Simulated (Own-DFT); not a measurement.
# Which defects push the lattice out? C11b WSi2

Source: density functional calculations with Own-DFT, an unreviewed in-house program that is no longer used. Nothing was measured or relaxed, and spin and spin-orbit coupling are left out.

Method: PBE; PseudoDojo norm-conserving scalar-relativistic files; cutoff 50 hartree; 5 x 5 x 5 k mesh centred on Gamma; cold (Marzari-Vanderbilt) smearing of 0.2 eV.

Caveats: forces on such cells failed a check on a denser k mesh; stress not checked against mesh or cutoff.

All runs share one cell, with vectors in Å (-2.148, -5.953, 3.409); (-6.444, 2.976, 1.136); (-2.553, -2.948, -6.757) and a volume of 403.2 Å³. The atoms are randomly displaced, by u rms on each axis. The defect's site can differ from row to row.

```
cell,formula,u (Å),P (GPa)
no defect,Si20W10,0.0196,4.44
no defect,Si20W10,0.0227,4.58
no defect,Si20W10,0.0450,5.62
one Si on a W site,Si21W9,0.0275,6.05
one Si on a W site,Si21W9,0.0323,6.37
one Si on a W site,Si21W9,0.0471,7.67
one W on a Si site,Si19W11,0.0318,9.82
one W on a Si site,Si19W11,0.0326,10.42
one W on a Si site,Si19W11,0.0493,10.83
one W vacancy,Si20W9,0.0284,3.10
one W vacancy,Si20W9,0.0321,3.35
one W vacancy,Si20W9,0.0486,?
one W vacancy,Si20W9,0.0556,4.99
one Si vacancy,Si19W10,0.0337,3.72
one Si vacancy,Si19W10,0.0534,4.58
one Si vacancy,Si19W10,0.0540,5.13
```

## Worked fit

P = P0 + c u² + a shift for each defect gives P0 = 4.14 GPa, c = 757 ± 80 GPa/Å² and a scatter of 0.25 GPa. The shifts, and each times the cell's volume:

- one W on a Si site: 5.08 ± 0.21 GPa, 12.8 eV
- one Si on a W site: 1.54 ± 0.20 GPa, 3.9 eV
- one Si vacancy: -1.41 ± 0.23 GPa, -3.5 eV
- one W vacancy: -1.57 ± 0.21 GPa, -3.9 eV

Against the defect-free cell, a freed cell would be larger where the shift is positive and smaller where it is negative (160.2 GPa Å³ is 1 eV). The atoms around the defects weren't relaxed, which would change these numbers.

## Test on the hidden row

Question: what pressure belongs in the blank (one W vacancy, u = 0.0486 Å)?

The fitted form gives 4.36 ± 0.29 GPa. The hidden result is 4.14 GPa.
